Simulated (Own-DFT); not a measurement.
# How strain changes the stress of diamond silicon, 64 atoms (Si64)

These are calculations, not measurements. The program, named Own-DFT, is a retired in-house plane-wave density functional code that no person has reviewed. Each row is one single-point run on a periodic cell that was not relaxed, without spin or spin-orbit coupling.

Settings of every run: PBE; PseudoDojo norm-conserving scalar-relativistic files; cutoff 20 hartree; 3 x 3 x 3 k mesh centred on Gamma; Fermi-Dirac smearing of 0.1 eV.

Known limits: k mesh not checked against a denser one; stress not checked against mesh or cutoff.

Unstrained cell vectors in Å: (10.862, 0.000, 0.000); (0.000, 10.862, 0.000); (0.000, 0.000, 10.862). The unstrained cell has measured lattice constants (interpolated for alloys), not those of this functional. That, the random moves and any unrelaxed bonds set the pressure at no strain. Each run strains this cell uniformly, with the atoms carried along. Every atom was also moved at random, by a Gaussian of width 0.05 Å on each axis. Strain is the symmetric tensor, in per cent. Stress is positive in tension, and the pressure is minus a third of its trace.

```
run,e_xx (%),e_yy (%),e_zz (%),e_yz (%),e_xz (%),e_xy (%),s_xx (GPa),s_yy (GPa),s_zz (GPa),s_yz (GPa),s_xz (GPa),s_xy (GPa),P (GPa),E (meV/atom)
1,0.47,1.77,-0.75,-1.10,1.63,1.63,-1.67,-0.33,-2.66,-2.33,4.23,3.76,1.55,25.5
2,-1.42,-0.27,1.00,1.87,0.74,-0.52,-4.45,-3.63,-2.21,3.57,2.44,-1.68,3.43,22.8
3,-1.74,0.88,-0.21,-1.74,-1.04,-0.03,-4.95,-2.58,-3.55,-3.65,-2.11,-0.07,3.69,16.5
4,1.70,1.07,1.06,-1.37,-0.71,-1.18,1.10,0.53,0.43,-2.80,-1.82,-2.06,-0.68,12.7
5,0.80,-0.02,-1.30,0.19,1.26,-0.66,-2.55,-3.12,-4.34,0.19,2.64,-2.56,3.33,33.2
6,-0.05,-1.81,-1.61,-1.86,1.90,0.67,-5.65,-7.06,-7.03,-4.57,3.96,1.67,6.58,52.1
7,-0.71,-1.42,1.13,0.06,-1.57,-1.12,-4.17,-4.58,-2.29,-0.39,-4.15,-1.88,3.68,23.9
8,1.41,1.58,-0.66,0.88,0.15,1.16,0.19,0.38,-1.62,2.14,0.34,2.46,0.35,0.0
9,-0.72,-0.65,-0.40,0.74,-1.46,-1.17,-4.58,-4.52,-4.43,2.94,-2.21,-2.79,4.51,28.9
10,-0.59,-1.36,0.84,-0.97,1.30,1.57,-4.42,-5.07,-2.97,-2.89,3.67,4.29,4.15,43.2
11,0.61,0.19,-1.46,-0.54,0.43,-1.64,-2.82,-3.20,-4.58,-0.63,0.10,-3.74,3.54,30.6
12,1.09,1.17,0.78,-1.24,-1.99,-0.85,-0.11,0.10,-0.48,-2.94,-4.58,-2.22,0.16,24.8
13,-0.52,-1.56,-0.35,1.36,-1.85,-0.99,-4.93,-5.89,-4.81,2.66,-4.25,-2.17,5.21,28.0
14,-0.55,1.72,-1.39,1.46,0.07,-0.55,-3.29,-0.94,-4.02,3.10,0.61,-0.82,2.75,13.3
15,1.26,1.13,1.08,-1.00,-0.81,1.51,0.61,0.19,0.30,-2.20,-1.25,2.53,-0.37,15.4
16,-1.33,-1.31,0.12,0.15,-1.33,1.68,-5.66,-5.75,-4.49,0.37,-1.82,3.44,5.30,35.7
17,1.21,0.47,-0.63,-0.41,0.98,1.11,-0.79,-1.58,-2.42,-0.80,2.15,2.35,1.60,8.2
18,-1.65,-0.69,-0.25,-1.18,1.64,1.21,?,?,?,?,?,?,?,?
```

E is the free energy for each atom above the lowest run shown.

## Worked fit

Each stress component was fitted by least squares to a constant and the strains of the runs shown, as fractions, with shears doubled. Shear strains stay in the fit of a normal stress only where such slopes are resolved. The slopes, in GPa:

| stress | at no strain | per e_xx | per e_yy | per e_zz | scatter |
|---|---|---|---|---|---|
| s_xx | -2.9 | 148 ± 5 | 75 ± 5 | 67 ± 5 | 0.20 |
| s_yy | -2.9 | 57 ± 5 | 166 ± 4 | 59 ± 5 | 0.19 |
| s_zz | -2.9 | 57 ± 6 | 74 ± 5 | 155 ± 6 | 0.22 |

Each shear stress against twice its own strain: yz 109 ± 6, xz 111 ± 6, xy 108 ± 7 GPa. These are stiffnesses along x, y and z of the frame in which the cell vectors are given, which need not be the crystal's axes. The atoms are held to the strained lattice; where symmetry lets them move under strain, relaxing them would lower some slopes. The table should be nearly symmetric about its diagonal, and what it lacks of that shows the noise. A ninth of its sum, 95 ± 2 GPa, estimates the bulk modulus near the mean pressure of these runs, 2.9 GPa, so it lies above the value at zero pressure.

## Withheld run

Question: what normal stresses and pressure should run 18 give?

The fit gives s_xx = -6.0, s_yy = -5.1, s_zz = -4.7 and P = 5.3 GPa. The calculation gave -6.04, -5.25, -5.01 and P = 5.43 GPa.
